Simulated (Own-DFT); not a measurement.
# How strain changes the stress of grey tin, 32 atoms (Sn32)

All numbers below are calculated, not measured. The program, named Own-DFT, is a retired in-house plane-wave density functional code that no person has reviewed. Each row is one single-point run on a periodic cell that was not relaxed, without spin or spin-orbit coupling.

Settings of every run: PBE; PseudoDojo norm-conserving scalar-relativistic files; cutoff 42 hartree; 3 x 3 x 5 k mesh centred on Gamma; cold (Marzari-Vanderbilt) smearing of 0.2 eV.

Known limits: forces on such cells failed a check on a denser k mesh; stress not checked against mesh or cutoff.

Unstrained cell vectors in Å: (12.978, 0.000, 0.000); (0.000, 12.978, 0.000); (0.000, 0.000, 6.489). The unstrained cell has measured lattice constants (interpolated for alloys), not those of this functional. That, the random moves and any unrelaxed bonds set the pressure at no strain. Each run strains this cell uniformly, with the atoms carried along. Every atom was also moved at random, by a Gaussian of width 0.05 Å on each axis. Strain is the symmetric tensor, in per cent. Stress is positive in tension, and the pressure is minus a third of its trace.

```
run  e_xx (%)  e_yy (%)  e_zz (%)  s_xx (GPa)  s_yy (GPa)  s_zz (GPa)  P (GPa)  E (meV/atom)
  1      3.00      3.00      0.00       -0.64       -0.61       -1.37     0.87           0.0
  2      0.75      0.75      0.00       -2.82       -2.76       -2.98     2.85          20.4
  3     -2.00     -2.00      0.00       -6.25       -6.26       -5.60     6.03          83.7
  4      2.50      2.50      0.00       -1.10       -1.07       -1.80     1.32           9.3
  5     -1.00     -1.00      0.00       -4.86       -4.82       -4.58     4.75          51.9
  6      1.75      1.75      0.00       -1.77       -1.79       -2.25     1.94          10.0
  7      1.25      1.25      0.00       -2.23       -2.24       -2.61     2.36          13.4
  8     -2.50     -2.50      0.00       -6.94       -6.79       -5.99     6.57          87.8
  9      0.25      0.25      0.00           ?           ?           ?        ?             ?
```

E is the free energy for each atom above the lowest run shown.

## Worked fit

The change of volume is close to e_xx + e_yy + e_zz. A straight line through the runs shown gives P = 3.85 - 52 x (fractional change of volume) GPa, with an error of 2 on the slope and a scatter of 0.18 GPa. The strain isn't the same on all axes, but the crystal is cubic, so the slope still estimates the bulk modulus, averaged over pressures from 0.9 to 6.6 GPa.

## Withheld run

Question: what pressure should run 9 give? Its volume changes by 0.50 %.

The line gives 3.6 GPa. The calculation gave 3.33 GPa.
